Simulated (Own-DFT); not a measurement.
# Response to strain: wurtzite GaN, 72 atoms (Ga36N36)

These are calculations, not measurements. They come from Own-DFT, an in-house plane-wave density functional program, since retired, whose code no person has reviewed. Each row is one single-point run on a periodic cell that was not relaxed, without spin or spin-orbit coupling.

Settings of every run: PBE; PseudoDojo norm-conserving scalar-relativistic files; cutoff 42 hartree; 4 x 4 x 3 k mesh centred on Gamma; Fermi-Dirac smearing of 0.1 eV.

Known limits: forces not confirmed at this smearing and k mesh; stress not checked against mesh or cutoff.

Unstrained cell vectors in Å: (9.567, 0.000, 0.000); (-4.784, 8.285, 0.000); (0.000, 0.000, 10.370). The unstrained cell has measured lattice constants (interpolated for alloys), not those of this functional. That, the random moves and any unrelaxed bonds set the pressure at no strain. Each run strains this cell uniformly, with the atoms carried along. Every atom was also moved at random, by a Gaussian of width 0.05 Å on each axis. Strain is the symmetric tensor, in per cent. Stress is positive in tension, and the pressure is minus a third of its trace.

| run | e_xx (%) | e_yy (%) | e_zz (%) | s_xx (GPa) | s_yy (GPa) | s_zz (GPa) | P (GPa) | E (meV/atom) |
|---|---|---|---|---|---|---|---|---|
| 1 | 2.50 | 2.50 | 0.00 | 5.38 | 3.73 | -4.44 | -1.55 | 2.2 |
| 2 | -0.25 | -0.25 | 0.00 | -9.29 | -8.76 | -7.11 | 8.39 | 12.2 |
| 3 | -2.25 | -2.25 | 0.00 | -20.68 | -21.12 | -11.08 | 17.63 | 53.3 |
| 4 | 1.25 | 1.25 | 0.00 | -1.66 | 0.21 | -6.72 | 2.72 | 0.4 |
| 5 | 0.75 | 0.75 | 0.00 | -3.83 | -2.53 | -6.25 | 4.20 | 0.0 |
| 6 | 0.25 | 0.25 | 0.00 | -6.00 | -4.70 | -8.49 | 6.39 | 2.7 |
| 7 | -2.50 | -2.50 | 0.00 | -21.18 | -20.99 | -14.13 | 18.77 | 61.1 |
| 8 | -1.75 | -1.75 | 0.00 | -18.30 | -17.61 | -9.55 | 15.15 | 40.0 |
| 9 | -0.50 | -0.50 | 0.00 | ? | ? | ? | ? | ? |

E is the free energy for each atom above the lowest run shown.

## Worked fit

The change of volume is close to e_xx + e_yy + e_zz. A straight line through the runs shown gives P = 7.98 - 208 x (fractional change of volume) GPa, with an error of 7 on the slope and a scatter of 0.65 GPa. The strain isn't the same on all axes and the cell isn't cubic, so the slope belongs to this path and is not the bulk modulus.

## Withheld run

Question: what pressure should run 9 give? Its volume changes by -1.00 %.

The line gives 10.1 GPa. The calculation gave 9.83 GPa.
